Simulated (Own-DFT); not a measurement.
Simulation results for SiC (2H silicon carbide, atoms displaced), GaN (wurtzite, strained, atoms displaced)

A calculation, not a measurement: plane-wave PBE density functional theory by an unreviewed code, no spin, of a simulated periodic cell, stress positive in tension, free energy of the whole cell less one offset for each atom, forces on such cells passed a denser k mesh, this cell's mesh not checked; offsets are fitted by least squares, one for each functional and potential file, so energies compare only between cells with the same atoms and settings and are not formation energies; the far tail of each file's local potential was reset to the Coulomb form; each entry is a single point on an unrelaxed cell, so the pressure reflects the starting lattice, mostly measured values (interpolated for alloys), from which strain is counted, and rises with the displacements; printed positions are rounded, which can move forces by about a meV/angstrom; the program, named Own-DFT, is a retired in-house code; no spin-orbit coupling. Program: Own-DFT development build.

Settings shared by all entries: functional PBE.

```yaml
- entry: 1
  formula: SiC
  kind: "2H silicon carbide, atoms displaced"
  structure:
    cell_angstrom: [[9.2481, 0.0, 0.0], [-4.6241, 8.0091, 0.0], [0.0, 0.0, 10.0681]]
    atoms_fractional:
      - [Si, 0.00166, 0.99727, 0.98674]
      - [Si, 0.11244, 0.23151, 0.24618]
      - [C, 0.98758, 0.97689, 0.1907]
      - [C, 0.10992, 0.22094, 0.43663]
      - [Si, 0.99728, 0.98896, 0.49296]
      - [Si, 0.10439, 0.20554, 0.74553]
      - [C, 0.99732, 0.00281, 0.69727]
      - [C, 0.10249, 0.21883, 0.94408]
      - [Si, 0.00449, 0.34023, 0.98553]
      - [Si, 0.1127, 0.56018, 0.2453]
      - [C, 0.99644, 0.33483, 0.19206]
      - [C, 0.10374, 0.56019, 0.43617]
      - [Si, 0.99518, 0.34096, 0.49088]
      - [Si, 0.10994, 0.55938, 0.74276]
      - [C, 0.99854, 0.33393, 0.67783]
      - [C, 0.1142, 0.55422, 0.93274]
      - [Si, 0.99706, 0.66449, 0.00341]
      - [Si, 0.11114, 0.89609, 0.25407]
      - [C, 0.00734, 0.66613, 0.18528]
      - [C, 0.11759, 0.89219, 0.43625]
      - [Si, 0.00523, 0.68086, 0.50749]
      - [Si, 0.10408, 0.89729, 0.75511]
      - [C, 0.98758, 0.65502, 0.68941]
      - [C, 0.10203, 0.8757, 0.9384]
      - [Si, 0.31992, 0.99318, 0.00792]
      - [Si, 0.44756, 0.21859, 0.24935]
      - [C, 0.32925, 0.99714, 0.18897]
      - [C, 0.43648, 0.2172, 0.43567]
      - [Si, 0.34495, 0.01648, 0.50422]
      - [Si, 0.44252, 0.2118, 0.74559]
      - [C, 0.32449, 0.99585, 0.68628]
      - [C, 0.45294, 0.23159, 0.93813]
      - [Si, 0.33589, 0.32424, 0.9923]
      - [Si, 0.44224, 0.56529, 0.24443]
      - [C, 0.3385, 0.34015, 0.18374]
      - [C, 0.44389, 0.55226, 0.43883]
      - [Si, 0.33983, 0.33221, 0.48897]
      - [Si, 0.44506, 0.54593, 0.74438]
      - [C, 0.32467, 0.33443, 0.69515]
      - [C, 0.44428, 0.55494, 0.94523]
      - [Si, 0.3325, 0.66758, 0.00425]
      - [Si, 0.44073, 0.87866, 0.24514]
      - [C, 0.3396, 0.67249, 0.19185]
      - [C, 0.44247, 0.89328, 0.4372]
      - [Si, 0.33695, 0.67054, 0.49311]
      - [Si, 0.4402, 0.87442, 0.75938]
      - [C, 0.31986, 0.65984, 0.68678]
      - [C, 0.44302, 0.89782, 0.94459]
      - [Si, 0.67507, 0.01406, 0.00098]
      - [Si, 0.77531, 0.22044, 0.25438]
      - [C, 0.65605, 0.987, 0.18595]
      - [C, 0.78127, 0.22016, 0.43804]
      - [Si, 0.66898, 0.00504, 0.49577]
      - [Si, 0.78155, 0.22187, 0.75074]
      - [C, 0.65462, 0.99097, 0.68512]
      - [C, 0.78296, 0.22388, 0.9387]
      - [Si, 0.66536, 0.3327, 0.0004]
      - [Si, 0.78464, 0.55794, 0.2518]
      - [C, 0.65784, 0.33548, 0.18606]
      - [C, 0.78276, 0.5613, 0.43138]
      - [Si, 0.66929, 0.34119, 0.50975]
      - [Si, 0.76478, 0.54333, 0.74862]
      - [C, 0.66956, 0.33067, 0.6864]
      - [C, 0.76975, 0.54883, 0.93399]
      - [Si, 0.66074, 0.6701, 0.98794]
      - [Si, 0.77918, 0.89418, 0.24414]
      - [C, 0.67154, 0.67567, 0.18377]
      - [C, 0.77104, 0.88873, 0.43229]
      - [Si, 0.67193, 0.66081, 0.49936]
      - [Si, 0.77979, 0.8934, 0.75079]
      - [C, 0.6769, 0.66, 0.68313]
      - [C, 0.77982, 0.90566, 0.92928]
  settings:
    potential_files: "PseudoDojo norm-conserving, scalar-relativistic, standard set"
    "wave_cutoff [hartree]": 42.0
    occupations: Fermi-Dirac
    "smearing_width [eV]": 0.1
    hardware: "one NVIDIA H100"
    k_mesh: "4 x 4 x 3 centred on Gamma"
  results:
    "free_energy_of_cell_above_offsets [eV]": "-4.866"
    "pressure [GPa]": 5.59
    "stress_xx [GPa]": -5.08
    "stress_yy [GPa]": -5.67
    "stress_zz [GPa]": -6.01
    "stress_yz [GPa]": 0.35
    "stress_xz [GPa]": 0.17
    "stress_xy [GPa]": 0.26
    force_element: [Si, Si, C, C, Si, Si, C, C, Si, Si, C, C, Si, Si, C, C, Si, Si, C, C, Si, Si, C, C, Si, Si, C, C, Si, Si, C, C, Si, Si, C, C, Si, Si, C, C, Si, Si, C, C, Si, Si, C, C, Si, Si, C, C, Si, Si, C, C, Si, Si, C, C, Si, Si, C, C, Si, Si, C, C, Si, Si, C, C]
    "force_x [eV/angstrom]": [-1.386, 1.06, 0.15, -0.026, -1.449, -1.444, 0.03, 2.355, -0.236, 0.268, 0.006, 1.204, 2.421, -0.387, 0.202, -0.737, -0.181, 1.171, -1.419, 0.034, 0.438, 2.155, -0.32, 0.18, 1.05, -1.967, 0.269, 2.489, -0.479, -0.909, 0.67, 0.002, -2.16, 3.61, -0.319, 0.252, -3.233, -1.408, 2.421, -1.145, 0.475, -1.111, -2.184, 0.65, -1.015, -1.369, 2.972, 0.814, -0.874, -0.667, 0.504, -2.334, -0.385, -0.01, 1.058, -1.168, 0.5, -1.353, 2.54, 0.644, 0.691, 2.252, -1.011, 0.38, 1.696, -0.497, -0.048, 1.23, -1.962, -1.294, -2.894, 0.542]
    "force_y [eV/angstrom]": [-0.458, -1.794, 4.293, 0.17, 2.229, 5.547, -2.963, -0.005, -0.844, -0.912, 0.285, 0.808, -0.644, -1.836, -0.613, 1.461, -1.656, -1.86, 0.817, 0.416, -1.837, -2.751, 2.268, 1.946, 1.387, 0.604, 0.063, 2.253, -3.872, 1.513, -0.337, -3.302, 2.013, -1.736, -1.05, 0.993, 0.137, 2.198, -2.37, -0.336, 0.205, 3.153, -2.008, 0.211, -0.613, 1.194, 0.98, -1.074, -2.04, -0.093, 2.815, 0.796, -1.553, -0.726, 0.872, 1.325, 0.426, 0.357, -0.09, -0.725, -0.861, 0.806, -1.137, 1.122, 0.649, -1.862, -1.143, -0.537, 1.389, -1.114, 1.198, -2.145]
    "force_z [eV/angstrom]": [3.156, 0.264, -2.34, -0.112, 0.466, 1.16, -3.165, -2.0, 2.922, 1.415, -1.747, -0.395, 1.04, 0.791, 1.562, 0.301, -1.177, -0.623, 0.475, 1.142, -1.308, -0.993, 0.288, -0.367, -1.473, -0.387, 0.558, -0.12, -0.455, 1.109, 1.129, -1.202, 1.664, 0.825, 0.281, -0.789, 1.925, 1.226, -2.108, -2.252, -1.008, 1.817, -1.539, -0.572, 1.292, -1.387, -0.612, -0.2, 0.2, -1.364, -0.105, -0.055, 0.765, -0.905, 0.418, -0.638, 0.217, -2.013, 0.658, 1.926, -3.334, 1.002, 1.145, 0.547, 2.195, 0.874, -0.21, 1.052, -1.199, -1.466, 0.554, 1.258]
    "wall_time [s]": 356.0
- entry: 2
  formula: GaN
  kind: "wurtzite, strained, atoms displaced"
  structure:
    cell_angstrom: [[12.756, 0.0, 0.0], [-4.7835, 8.2853, 0.0], [0.0, 0.0, 10.4996]]
    atoms_fractional:
      - [Ga, 0.08968, 0.22261, 0.99467]
      - [Ga, 0.16986, 0.11129, 0.26047]
      - ["N", 0.07915, 0.21993, 0.17824]
      - ["N", 0.17053, 0.11659, 0.44255]
      - [Ga, 0.07624, 0.2199, 0.49674]
      - [Ga, 0.16889, 0.11864, 0.75362]
      - ["N", 0.08748, 0.21572, 0.68905]
      - ["N", 0.16867, 0.116, 0.93818]
      - [Ga, 0.07733, 0.55332, 0.0062]
      - [Ga, 0.17098, 0.44894, 0.2501]
      - ["N", 0.08034, 0.54867, 0.18894]
      - ["N", 0.16217, 0.44254, 0.44194]
      - [Ga, 0.07956, 0.55747, 0.50154]
      - [Ga, 0.16241, 0.43455, 0.74565]
      - ["N", 0.08194, 0.55235, 0.68703]
      - ["N", 0.16774, 0.44597, 0.93709]
      - [Ga, 0.08094, 0.89157, 0.99774]
      - [Ga, 0.17114, 0.77435, 0.25313]
      - ["N", 0.08262, 0.8843, 0.19285]
      - ["N", 0.1688, 0.78134, 0.43293]
      - [Ga, 0.07678, 0.89281, 0.5029]
      - [Ga, 0.17212, 0.77581, 0.74928]
      - ["N", 0.08165, 0.88796, 0.69336]
      - ["N", 0.16971, 0.77348, 0.93942]
      - [Ga, 0.32943, 0.22109, 0.99886]
      - [Ga, 0.42258, 0.11341, 0.25453]
      - ["N", 0.33458, 0.22604, 0.17998]
      - ["N", 0.41742, 0.11415, 0.44319]
      - [Ga, 0.33074, 0.22253, 0.49411]
      - [Ga, 0.42127, 0.10719, 0.75153]
      - ["N", 0.3295, 0.21549, 0.69216]
      - ["N", 0.41834, 0.11244, 0.94142]
      - [Ga, 0.33809, 0.55171, 0.00307]
      - [Ga, 0.41844, 0.45494, 0.24604]
      - ["N", 0.33358, 0.55178, 0.1891]
      - ["N", 0.41155, 0.43172, 0.44601]
      - [Ga, 0.33046, 0.55963, 0.49901]
      - [Ga, 0.41498, 0.44223, 0.74898]
      - ["N", 0.32883, 0.55209, 0.68761]
      - ["N", 0.41513, 0.44164, 0.94612]
      - [Ga, 0.33358, 0.89445, 0.99208]
      - [Ga, 0.42124, 0.78703, 0.26026]
      - ["N", 0.33057, 0.8882, 0.1934]
      - ["N", 0.42126, 0.78095, 0.44316]
      - [Ga, 0.33458, 0.89117, 0.49987]
      - [Ga, 0.42171, 0.78649, 0.75198]
      - ["N", 0.3228, 0.87128, 0.69406]
      - ["N", 0.41584, 0.77018, 0.93895]
      - [Ga, 0.5884, 0.23007, 0.9977]
      - [Ga, 0.66261, 0.10601, 0.24836]
      - ["N", 0.57957, 0.22989, 0.18956]
      - ["N", 0.6637, 0.10649, 0.43887]
      - [Ga, 0.58261, 0.21848, 0.50416]
      - [Ga, 0.6688, 0.10336, 0.74697]
      - ["N", 0.58626, 0.22727, 0.68515]
      - ["N", 0.67274, 0.10464, 0.93948]
      - [Ga, 0.57828, 0.5435, 0.01092]
      - [Ga, 0.66636, 0.44175, 0.2527]
      - ["N", 0.58138, 0.55172, 0.1834]
      - ["N", 0.66595, 0.44694, 0.44406]
      - [Ga, 0.58733, 0.56204, 0.49224]
      - [Ga, 0.66792, 0.43925, 0.74824]
      - ["N", 0.57745, 0.55054, 0.69285]
      - ["N", 0.67149, 0.44736, 0.93464]
      - [Ga, 0.57956, 0.89119, 0.9986]
      - [Ga, 0.66467, 0.77121, 0.24853]
      - ["N", 0.5872, 0.89737, 0.18877]
      - ["N", 0.66501, 0.77389, 0.4384]
      - [Ga, 0.59133, 0.8935, 0.51062]
      - [Ga, 0.66343, 0.78627, 0.75283]
      - ["N", 0.57815, 0.88627, 0.68819]
      - ["N", 0.6725, 0.78216, 0.94186]
      - [Ga, 0.83352, 0.21917, 0.00059]
      - [Ga, 0.91371, 0.10882, 0.24449]
      - ["N", 0.8347, 0.22983, 0.18645]
      - ["N", 0.91287, 0.11228, 0.43968]
      - [Ga, 0.82951, 0.21875, 0.50528]
      - [Ga, 0.9207, 0.11366, 0.7457]
      - ["N", 0.82662, 0.21848, 0.67999]
      - ["N", 0.91531, 0.11423, 0.94138]
      - [Ga, 0.83217, 0.551, 0.99944]
      - [Ga, 0.90978, 0.43606, 0.2433]
      - ["N", 0.83646, 0.55945, 0.19162]
      - ["N", 0.91286, 0.44204, 0.44633]
      - [Ga, 0.82722, 0.55148, 0.508]
      - [Ga, 0.91832, 0.44294, 0.75266]
      - ["N", 0.83012, 0.54324, 0.69231]
      - ["N", 0.9151, 0.44153, 0.93672]
      - [Ga, 0.84075, 0.89363, 0.00393]
      - [Ga, 0.90548, 0.75973, 0.25694]
      - ["N", 0.83571, 0.88622, 0.18321]
      - ["N", 0.91366, 0.78703, 0.43684]
      - [Ga, 0.83132, 0.88651, 0.50022]
      - [Ga, 0.91624, 0.78204, 0.74915]
      - ["N", 0.83706, 0.89922, 0.68161]
      - ["N", 0.92195, 0.78257, 0.93524]
  settings:
    potential_files: "PseudoDojo norm-conserving, scalar-relativistic, standard set with the stringent files for Ga"
    "wave_cutoff [hartree]": 96.0
    occupations: Gaussian
    "smearing_width [eV]": 0.01
    k_mesh: "3 x 4 x 3 centred on Gamma"
  results:
    "free_energy_of_cell_above_offsets [eV]": "-5.492"
    "pressure [GPa]": 4.55
    "stress_xx [GPa]": -5.79
    "stress_yy [GPa]": -5.74
    "stress_zz [GPa]": -2.12
    "stress_yz [GPa]": -0.14
    "stress_xz [GPa]": 0.36
    "stress_xy [GPa]": -1.11
    force_element: [Ga, Ga, "N", "N", Ga, Ga, "N", "N", Ga, Ga, "N", "N", Ga, Ga, "N", "N", Ga, Ga, "N", "N", Ga, Ga, "N", "N", Ga, Ga, "N", "N", Ga, Ga, "N", "N", Ga, Ga, "N", "N", Ga, Ga, "N", "N", Ga, Ga, "N", "N", Ga, Ga, "N", "N", Ga, Ga, "N", "N", Ga, Ga, "N", "N", Ga, Ga, "N", "N", Ga, Ga, "N", "N", Ga, Ga, "N", "N", Ga, Ga, "N", "N", Ga, Ga, "N", "N", Ga, Ga, "N", "N", Ga, Ga, "N", "N", Ga, Ga, "N", "N", Ga, Ga, "N", "N", Ga, Ga, "N", "N"]
    "force_x [eV/angstrom]": [-1.763, -0.546, 0.774, -1.532, 0.948, 1.237, -2.023, 0.388, 1.491, -0.808, -0.159, 0.173, 0.154, 0.157, -0.054, 0.005, 1.545, -1.739, -0.36, -0.513, 1.371, -3.24, 0.443, -1.243, 0.752, -2.09, 0.23, 0.34, 0.86, -1.413, 1.108, 0.44, -1.892, 0.586, -0.637, -0.031, 0.674, -0.44, 0.551, 0.867, 0.598, -0.221, 1.586, 0.057, -0.443, -1.194, 2.807, -0.305, 0.169, 0.228, 1.879, 0.015, -0.213, -0.912, 0.369, -1.912, 0.425, 0.022, 0.557, 0.257, -1.333, -1.341, 1.206, -0.723, 1.231, 0.099, -0.082, -0.186, -0.836, 1.891, 0.659, -0.724, 0.214, 0.581, -0.555, -0.007, 0.032, -0.617, 1.38, 1.321, 0.259, 1.002, -0.839, -0.426, 1.078, 0.041, -0.165, -0.157, -0.714, 1.194, -0.759, 0.91, -0.584, 0.063, -0.606, -0.882]
    "force_y [eV/angstrom]": [0.823, -0.319, 0.227, -0.841, 0.315, -1.715, 0.599, -1.183, 0.081, -1.424, 0.483, 0.377, 0.129, 1.362, -0.178, -0.005, -0.127, -0.113, 0.049, -0.157, -0.233, -1.42, 0.083, 0.373, -0.119, -0.405, -0.229, -0.368, -0.838, 0.216, 0.288, 0.577, 0.269, -2.339, 1.874, 3.357, -1.016, -0.209, 0.68, -0.094, -1.256, -0.545, 0.659, 0.209, -0.401, -2.71, 3.092, 1.103, -1.033, 1.782, -0.698, 0.348, 0.518, 1.264, -1.909, 1.033, 1.424, 0.639, 0.492, -0.707, -1.951, 1.202, 1.259, -0.35, -1.037, 1.25, -1.861, 1.203, -0.76, -1.762, 0.681, -0.678, 0.508, 0.342, -2.414, -0.578, 0.673, 0.276, 0.241, -0.214, 1.246, 1.846, -2.394, 0.194, 0.524, -0.19, 1.774, -0.068, -0.41, 3.535, -0.401, -1.658, 0.956, -0.732, -1.381, -1.006]
    "force_z [eV/angstrom]": [0.672, -2.176, 1.8, -0.186, 0.423, -0.037, -1.055, -0.516, -0.814, 0.011, 0.434, -0.734, -0.328, 0.893, 0.205, -0.037, 1.174, -0.883, -0.247, 1.77, 0.075, 1.296, -0.688, -0.225, 0.258, -0.394, 2.003, -0.405, 2.203, -0.225, -0.483, -0.775, -0.359, 1.324, 0.187, -1.9, 0.725, 0.243, 0.082, -1.323, 1.626, -1.267, -0.855, 0.2, 0.389, 0.438, -1.699, -0.14, 0.231, 0.561, -0.65, -0.223, -0.676, 1.055, 0.839, -0.882, -3.314, 0.518, 2.506, -1.087, 2.112, 0.378, -0.801, 0.591, 0.585, -0.44, -0.251, -0.635, -1.984, 0.787, 0.215, -0.07, 0.107, 0.452, -0.198, -0.862, -1.903, 0.954, 2.239, -1.224, -0.041, 2.164, -1.291, -1.289, -0.407, -0.462, -0.202, 0.394, -1.127, -0.501, 1.582, 0.722, -0.239, 0.098, 0.891, 0.094]
```
